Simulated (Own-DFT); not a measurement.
# Strain and stress in grey tin, 32 atoms (Sn32)

All numbers below are calculated, not measured. They come from Own-DFT, an in-house plane-wave density functional program, since retired, whose code no person has reviewed. Each row is one single-point run on a periodic cell that was not relaxed, without spin or spin-orbit coupling.

Settings of every run: PBE; PseudoDojo norm-conserving scalar-relativistic files; cutoff 42 hartree; 3 x 3 x 5 k mesh centred on Gamma; cold (Marzari-Vanderbilt) smearing of 0.2 eV.

Known limits: forces on such cells failed a check on a denser k mesh; stress not checked against mesh or cutoff.

Unstrained cell vectors in Å: (12.978, 0.000, 0.000); (0.000, 12.978, 0.000); (0.000, 0.000, 6.489). The unstrained cell has measured lattice constants (interpolated for alloys), not those of this functional. That, the random moves and any unrelaxed bonds set the pressure at no strain. Each run strains this cell uniformly, with the atoms carried along. Every atom was also moved at random, by a Gaussian of width 0.05 Å on each axis. Strain is the symmetric tensor, in per cent. Stress is positive in tension, and the pressure is minus a third of its trace.

```
run  e_xx (%)  e_yy (%)  e_zz (%)  s_xx (GPa)  s_yy (GPa)  s_zz (GPa)  P (GPa)  E (meV/atom)
  1     -0.75     -0.75      0.00       -4.46       -4.43       -4.29     4.39          38.4
  2     -3.00     -3.00      0.00       -7.61       -7.51       -6.75     7.29         102.3
  3      1.50      1.50      0.00       -1.98       -2.05       -2.45     2.16          13.7
  4     -0.25     -0.25      0.00       -3.77       -3.77       -3.76     3.77          22.9
  5      2.00      2.00      0.00       -1.46       -1.52       -1.97     1.65           0.0
  6     -2.25     -2.25      0.00       -6.49       -6.48       -5.88     6.28          80.8
  7      0.50      0.50      0.00       -3.13       -3.17       -3.39     3.23          35.6
  8     -1.75     -1.75      0.00           ?           ?           ?        ?             ?
```

E is the free energy for each atom above the lowest run shown.

## Worked fit

The change of volume is close to e_xx + e_yy + e_zz. A straight line through the runs shown gives P = 3.77 - 56 x (fractional change of volume) GPa, with an error of 2 on the slope and a scatter of 0.20 GPa. The strain isn't the same on all axes, but the crystal is cubic, so the slope still estimates the bulk modulus, averaged over pressures from 1.7 to 7.3 GPa.

## Withheld run

Question: what pressure should run 8 give? Its volume changes by -3.47 %.

The line gives 5.7 GPa. The calculation gave 5.58 GPa.
